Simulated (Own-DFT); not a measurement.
Simulation results for Si$_{3}$N$_{4}$ (beta silicon nitride, strained, atoms displaced)

Computed with Own-DFT development build. A calculation, not a measurement: plane-wave PBE density functional theory by an unreviewed code, no spin, of a simulated periodic cell, stress positive in tension, free energy of the whole cell less one offset for each atom, forces on such cells moved up to 12 meV/angstrom on a denser k mesh; offsets are fitted by least squares, one for each functional and potential file, so energies compare only between cells with the same atoms and settings and are not formation energies; the far tail of each file's local potential was reset to the Coulomb form; each entry is a single point on an unrelaxed cell, so the pressure reflects the starting lattice, mostly measured values (interpolated for alloys), from which strain is counted, and rises with the displacements; printed positions are rounded, which can move forces by about a meV/angstrom; the program, named Own-DFT, is a retired in-house code; no spin-orbit coupling; before rounding, a Quantum ESPRESSO 7.3.1 run of the same cell and cutoff gave forces within 1 meV/angstrom rms on each cell, which checks the program and not the settings.

Common to all runs: functional PBE; potential files PseudoDojo norm-conserving, scalar-relativistic, standard set; wave cutoff 42 hartree; occupations Fermi-Dirac; smearing width 0.1 eV; k mesh 2 x 2 x 4 centred on Gamma.

(1) 
```xyz
112
Lattice="15.0359 0.0576 -0.0757 -7.4681 13.3725 0.2168 -0.0289 0.0791 5.7898" Properties=species:S:1:pos:R:3:force_x:R:1:force_y:R:1:force_z:R:1 formula=Si3N4 free_energy_of_cell_above_offsets=-7.822 pressure=7.87 stress_xx=-11.61 stress_yy=0.21 stress_zz=-12.21 stress_yz=3.8 stress_xz=-0.7 stress_xy=0.18
Si    -1.5306     5.1286     0.8509      0.668     -0.331     -1.064
Si     0.1998     2.7530     0.6997     -0.625      1.796      5.036
Si     1.3656     5.6009     0.8759       1.67      -2.28     -1.199
Si     5.4094     1.6205     2.1270     -2.339     -0.546      1.401
Si     3.5588     4.0808     2.1927      1.018     -2.372     -1.003
Si     2.3401     1.2300     2.2752      2.407       2.43     -4.574
N      2.4339     0.1928     0.7545     -1.162      0.135      0.911
N      6.1966     2.0232     0.6675      1.482      0.451       1.92
N      2.7182     4.5013     0.7723      0.627      0.449     -0.073
N      1.4300     6.5929     2.2065       0.14     -0.321      2.673
N     -2.3079     4.7407     2.3306     -2.513       -0.7     -1.428
N      1.0263     2.3030     2.2594     -0.628     -0.165      -1.19
N      0.1079     4.5283     0.7258     -3.326     -1.758      0.796
N      3.7560     2.3177     2.1027      0.629     -0.423      0.519
Si    -1.5308     5.2722     3.7043       0.05     -1.634      2.205
Si     0.2324     2.7257     3.6974     -0.723      1.674     -0.817
Si     1.3871     5.5497     3.6753     -0.707     -0.293      0.724
Si     5.3614     1.6365     5.0645     -1.334     -0.497     -1.673
Si     3.5349     4.1516     5.0426       1.96     -3.965      5.651
Si     2.3555     1.2144     5.1372      2.166      1.781     -1.276
N      2.3867     0.2870     3.5640     -1.057     -1.955      4.654
N      6.2114     2.0815     3.6458     -1.018     -0.371     -2.428
N      2.7711     4.4372     3.6890     -3.021      2.836     -4.314
N      1.4467     6.4454     5.2039      0.229      3.513     -3.172
N     -2.4075     4.7234     5.1687      1.612      1.304     -0.163
N      0.9989     2.3831     5.2000      2.402      -2.66     -3.795
N     -0.0379     4.4705     3.6730      2.241      0.718     -0.023
N      3.7754     2.2698     4.9979     -1.774      1.538      0.644
Si    -5.3044    11.8580     0.9085      1.081     -1.778      1.044
Si    -3.5003     9.3270     0.8166     -2.614      3.175      2.518
Si    -2.3570    12.2295     0.9269     -0.252      0.792     -2.352
Si     1.6843     8.3139     2.1925     -3.041     -0.051      5.113
Si    -0.1457    10.7169     2.3336     -0.433     -0.002      0.384
Si    -1.3386     7.8168     2.2727      0.727       3.94      0.576
N     -1.3078     6.8678     0.8584     -0.736     -0.438     -0.295
N      2.3743     8.7666     0.8393      1.584     -0.015     -4.182
N     -1.0134    11.1725     0.9220      1.289     -0.001     -0.537
N     -2.3464    13.1911     2.3528      0.664      2.841     -2.426
N     -6.1413    11.3234     2.4187      1.005      1.443      -1.99
N     -2.7449     8.9608     2.2512      2.009     -2.109      2.713
N     -3.6347    11.1198     0.8967     -3.101     -0.288     -0.813
N      0.0630     9.0295     2.2858     -0.307     -2.522     -0.074
Si    -5.2927    11.9420     3.7877     -1.983     -0.975      0.134
Si    -3.5417     9.4709     3.7715      0.514      1.421     -1.808
Si    -2.3496    12.2998     3.7132     -0.979     -1.811      3.063
Si     1.5688     8.2296     5.1666     -0.006      0.504      -1.03
Si    -0.1991    10.7594     5.2730     -3.404     -2.686      -0.32
Si    -1.4112     7.9058     5.2260      1.767      1.121     -1.075
N     -1.2589     6.9433     3.7481     -1.065      0.455      0.628
N      2.5136     8.7686     3.7249     -4.096     -2.118      0.143
N     -0.9728    11.2421     3.8068     -0.092     -0.196      -1.14
N     -2.3651    13.2948     5.1349       0.32      -1.41      2.303
N     -6.2043    11.3972     5.2335      5.768      3.515       0.55
N     -2.7332     9.0331     5.2526      1.562     -1.847     -3.394
N     -3.8250    11.2055     3.6436      3.702     -0.275       1.35
N     -0.0141     8.9517     5.1394     -0.065        0.4       0.64
Si     6.0760     5.2023     0.8234     -2.962      1.645     -3.389
Si     7.7830     2.7812     0.8319         -1     -0.348     -5.453
Si     8.8669     5.5604     0.8291      1.111     -1.551     -3.318
Si    12.7781     1.5921     2.1061      3.409     -1.654     -0.442
Si    11.1038     4.0849     2.2705      0.346     -1.084     -3.544
Si     9.9405     1.2725     2.0670     -0.036     -0.688      3.912
N      9.9773     0.2793     0.7076     -0.937     -0.983     -0.568
N     13.7140     2.0488     0.7092     -1.184     -0.384     -1.623
N     10.2749     4.4501     0.6718     -0.235      1.002      3.157
N      8.8788     6.5322     2.1631      1.042      0.993      1.865
N      5.2100     4.8068     2.1805     -4.549     -1.911     -1.028
N      8.5148     2.2547     2.2156      1.985     -0.778     -1.436
N      7.5265     4.4676     0.7422      2.258     -0.271       0.31
N     11.3212     2.2940     2.1597     -2.755      2.601      0.197
Si     5.8439     5.3001     3.5587      3.527     -0.276      5.715
Si     7.7065     2.8636     3.5300     -0.396      1.077      3.617
Si     8.9552     5.6214     3.6170     -4.373      0.582      1.768
Si    12.8223     1.6854     4.9059     -1.008     -0.917      3.494
Si    11.0952     4.0978     5.0485     -1.455     -1.591      1.229
Si     9.8587     1.2663     5.0690     -0.621      1.232     -3.003
N      9.9348     0.3238     3.5929     -1.062     -1.566      -0.54
N     13.6763     2.1159     3.5302     -0.024     -0.585     -0.309
N     10.2583     4.6189     3.6287      2.087     -1.262      -0.05
N      8.8506     6.5236     5.1315      0.882      1.641     -1.076
N      5.1038     4.7563     5.1409      1.472       1.55      -0.91
N      8.4758     2.3371     4.9809      0.862     -0.212      2.903
N      7.4872     4.5826     3.5437        0.8      0.236      0.229
N     11.1958     2.3387     5.0670      1.976      0.984     -0.561
Si     2.2092    11.9565     0.8794      1.576     -1.236     -3.262
Si     3.9261     9.4454     0.8218      2.621     -0.593      0.374
Si     5.0667    12.2409     0.8944      1.452     -0.674     -0.035
Si     9.1462     8.2506     2.2364     -1.807      1.049      0.173
Si     7.3343    10.7300     2.2041      2.552     -3.658      7.138
Si     6.0949     7.9708     2.2225      1.416     -0.385      0.408
N      6.1565     6.9682     0.7931     -0.379     -1.422      0.364
N      9.9491     8.6540     0.7863      1.776      0.831     -0.071
N      6.5844    11.1117     0.9227     -5.009      3.851     -6.299
N      5.0428    13.1814     2.3628      1.051      2.534     -1.986
N      1.4909    11.3977     2.1938     -3.126     -0.763      4.857
N      4.7565     9.0279     2.3269     -0.122     -0.746     -1.411
N      3.7692    11.1096     0.9148     -0.648      2.663      -0.93
N      7.5239     8.9208     2.2477      0.779      1.381      0.226
Si     2.1755    11.8521     3.7782      2.315      1.994     -1.061
Si     3.9738     9.4849     3.7935      2.585      2.602     -1.007
Si     5.2052    12.2908     3.7718     -1.038     -0.384      1.235
Si     9.1012     8.3422     5.1508     -0.551     -1.553     -1.291
Si     7.3750    10.8680     5.2418     -4.964     -4.809     -2.301
Si     6.1738     7.9163     5.0958      0.882       2.03      1.537
N      6.1949     6.9776     3.6998     -1.206      0.053     -1.553
N      9.9581     8.8317     3.6618     -0.979     -1.775      0.851
N      6.5163    11.2330     3.6714      1.382     -0.036      1.937
N      5.0867    13.2920     5.2336      1.189      0.055     -0.201
N      1.2605    11.4217     5.1701      4.893      2.628      1.374
N      4.8139     9.0286     5.1833     -0.292     -0.547      1.257
N      3.8594    11.2590     3.7838     -2.894     -1.514      0.518
N      7.5640     9.0023     5.2116     -1.506      1.507      -0.65
```

Units: free_energy_of_cell_above_offsets in eV; pressure, stress_xx, stress_yy, stress_zz, stress_yz, stress_xz, stress_xy in GPa; force_x, force_y, force_z in eV/Å.

(2) 
```xyz
112
Lattice="15.2450 0.3040 -0.1463 -7.3593 12.8760 0.1431 -0.0560 0.0309 5.8435" Properties=species:S:1:pos:R:3:force_x:R:1:force_y:R:1:force_z:R:1 formula=Si3N4 free_energy_of_cell_above_offsets=-3.812 pressure=10.21 stress_xx=-7.23 stress_yy=-14.62 stress_zz=-8.78 stress_yz=0.69 stress_xz=-2 stress_xy=7.92
Si    -1.5459     5.0623     0.7359      0.728     -3.171      2.559
Si     0.2665     2.5976     0.7657     -1.108      3.103      0.244
Si     1.4694     5.4380     0.6868     -0.973     -3.027       4.45
Si     5.3591     1.6047     2.1525      3.962      2.767     -1.754
Si     3.7442     4.0180     2.2452     -2.443     -2.972     -1.852
Si     2.4234     1.1447     2.2494      2.166      2.137     -3.018
N      2.4360     0.2486     0.6910     -0.635     -1.497      2.886
N      6.2859     2.0466     0.6887      0.593     -0.357     -0.274
N      2.9185     4.3679     0.6796     -2.378      2.163      3.874
N      1.4498     6.3411     2.2450      1.096     -1.081     -0.591
N     -2.3824     4.5191     2.2646     -0.779      -0.07      -0.61
N      1.0900     2.2986     2.2636      2.136     -2.738     -3.036
N      0.0552     4.3523     0.8292      1.106       0.31      -0.42
N      3.8872     2.2142     2.1075     -5.398      2.338       0.81
Si    -1.5610     4.9749     3.7542      0.692      1.791      -4.42
Si     0.3165     2.6394     3.6105     -4.374      1.781      5.228
Si     1.4361     5.3752     3.7621     -2.077      0.483     -2.321
Si     5.3642     1.5935     5.0716      4.112      0.418     -1.223
Si     3.6263     4.0444     5.1525      2.256     -3.979     -1.982
Si     2.3616     1.1542     5.1210      2.673       2.64     -0.025
N      2.3397     0.2297     3.6543     -0.405      1.708      0.288
N      6.2054     2.0587     3.4862      2.842      1.232      4.265
N      2.8763     4.4292     3.6763     -0.743      0.639     -0.504
N      1.4615     6.4169     5.1878      0.235     -2.115     -1.719
N     -2.2295     4.5185     5.1207     -6.136     -1.834      3.985
N      1.0461     2.2743     5.2122      0.828     -1.662     -2.986
N     -0.0322     4.3135     3.7925      4.227      0.388     -0.672
N      3.8924     2.2092     5.0646     -5.801      2.198      0.009
Si    -5.2051    11.3380     0.8197      4.793       2.67      2.792
Si    -3.4758     9.0723     0.8348      3.748      0.436     -0.185
Si    -2.2244    11.9537     0.8329     -0.071     -2.356      0.448
Si     1.7665     8.0333     2.1966     -0.832      0.137      2.626
Si     0.0264    10.4673     2.1871      0.626     -2.958      4.957
Si    -1.2543     7.6660     2.1570      1.738     -1.148      4.858
N     -1.2959     6.6892     0.8703     -0.037        0.5     -3.868
N      2.7007     8.5269     0.8151     -2.849     -1.464      -0.27
N     -0.7269    10.8512     0.8354     -4.332      2.666     -1.097
N     -2.1104    12.8959     2.3246     -0.944     -7.152     -0.886
N     -6.0111    10.9711     2.2363     -1.374     -0.075      2.591
N     -2.5849     8.6156     2.2739     -2.477       1.12      -0.08
N     -3.5504    10.7276     0.8394     -0.233      3.412      0.562
N      0.1296     8.6207     2.2120      1.958      3.162     -0.141
Si    -5.2354    11.4723     3.7273      1.385     -2.768      1.099
Si    -3.4739     9.0517     3.6691      1.391      1.135      2.216
Si    -2.1484    11.7715     3.6952     -4.162      3.031      1.195
Si     1.7675     8.0287     5.2476     -0.361      3.186     -2.305
Si    -0.1256    10.3508     5.2829      2.869      0.741     -3.636
Si    -1.2891     7.6599     5.1968      0.759     -0.932     -1.184
N     -1.2721     6.6803     3.7045     -0.357      1.471      0.453
N      2.5843     8.5054     3.7427      0.811      0.142     -0.828
N     -0.8278    10.8853     3.7567      3.365     -2.448     -1.032
N     -2.1858    12.7800     5.1918     -0.021     -1.033     -0.798
N     -5.9267    11.0364     5.2901     -5.934     -2.478     -5.734
N     -2.6510     8.6922     5.2578     -0.462     -0.736     -1.945
N     -3.6351    10.7828     3.7904      0.276      0.343     -1.112
N      0.1453     8.6715     5.1881       0.11     -0.154      0.405
Si     6.0111     5.1989     0.7558      2.833      -4.47     -3.134
Si     7.9026     2.7501     0.7149     -2.409     -0.058     -0.823
Si     9.1405     5.5487     0.6084     -3.451     -1.142      5.111
Si    13.1146     1.7792     2.0056     -1.969      1.234      0.398
Si    11.2477     4.0637     2.2039      2.593     -0.693     -1.418
Si     9.9210     1.3556     2.1180      4.655     -2.181      0.142
N      9.9571     0.3897     0.6338      0.355      2.697      0.156
N     13.9129     2.2637     0.5584      -0.35     -1.347     -0.503
N     10.5031     4.5626     0.7336      0.362     -0.051     -1.433
N      9.0693     6.6021     2.2457      0.584     -2.081     -1.673
N      5.2969     4.6199     2.1411     -0.621      0.995      1.644
N      8.6790     2.3994     2.2147     -0.298     -0.225     -1.317
N      7.6915     4.3964     0.6231      0.113      4.283      0.434
N     11.4410     2.3126     2.0792     -0.975      1.315      0.051
Si     6.0729     5.1724     3.5658      0.306     -1.969      2.956
Si     7.8810     2.8177     3.6281     -4.581      0.049     -1.258
Si     9.1315     5.6320     3.6649      -3.09     -0.262     -1.132
Si    12.9929     1.7869     4.8903      1.327       -0.1      1.297
Si    11.2140     4.0336     5.1327      1.096      6.657      -1.27
Si    10.0372     1.3651     4.9799     -0.411       0.62      1.631
N     10.0344     0.3396     3.6334     -0.217      4.175     -1.817
N     13.7851     2.2892     3.4884      3.319      0.089     -0.318
N     10.4406     4.5951     3.5631      0.555     -0.253      3.405
N      9.0942     6.6391     5.2059      0.167     -4.577     -3.382
N      5.1718     4.7248     5.1107      1.345       1.35     -0.937
N      8.6236     2.4651     5.0312      3.222      -2.74      2.171
N      7.6288     4.4752     3.5747      1.486      3.307       0.28
N     11.4570     2.5071     4.9655     -0.959     -6.625      0.037
Si     2.4072    11.5929     0.7839     -0.362     -0.501     -0.796
Si     4.1620     9.2628     0.7346      2.457      1.337       1.38
Si     5.3790    12.0924     0.7410      0.541     -1.847       0.83
Si     9.3847     8.2908     2.2124     -3.025     -1.474     -4.654
Si     7.6321    10.6332     2.1860     -0.235     -2.835     -0.399
Si     6.3295     7.7593     2.2460      5.048     -0.373     -1.964
N      6.3754     6.7622     0.7937      -0.23      4.381     -1.018
N     10.2916     8.7308     0.7141      -4.17     -2.165     -0.479
N      6.8250    10.9904     0.7424     -1.916       2.18     -0.476
N      5.4506    13.0088     2.2094      0.402      -2.68      -0.27
N      1.5563    11.2056     2.2168      0.737     -0.262      1.418
N      5.0406     8.6980     2.1534      -4.16      2.868      1.449
N      4.0303    10.9862     0.8310      0.146     -0.617     -0.633
N      7.7420     8.8587     2.1119      0.448      0.685      0.862
Si     2.4577    11.5919     3.7284     -4.207      -1.51      0.008
Si     4.2408     9.2045     3.7016     -3.269      1.655     -3.367
Si     5.3853    11.9740     3.6703     -0.589      1.201     -2.172
Si     9.3585     8.1995     5.0547     -0.449       5.51      1.016
Si     7.5364    10.5868     5.1499      1.913     -0.757     -1.053
Si     6.2266     7.7541     5.0553      3.379      1.615      5.079
N      6.2861     6.8652     3.7125     -0.244     -1.424     -2.625
N     10.1815     8.6740     3.5412      1.934      0.841      4.472
N      6.7638    10.9907     3.6130      0.767      0.519      1.262
N      5.4116    12.9003     5.0646      0.156      2.478      1.344
N      1.5162    11.2247     5.1622     -0.619     -1.588       0.21
N      4.8801     8.7657     5.1430      1.183     -0.262        1.2
N      3.9753    11.0357     3.6461      3.056     -4.284      0.166
N      7.6915     8.8656     5.0986      0.536     -0.726      -0.38
```

Units: free_energy_of_cell_above_offsets in eV; pressure, stress_xx, stress_yy, stress_zz, stress_yz, stress_xz, stress_xy in GPa; force_x, force_y, force_z in eV/Å.
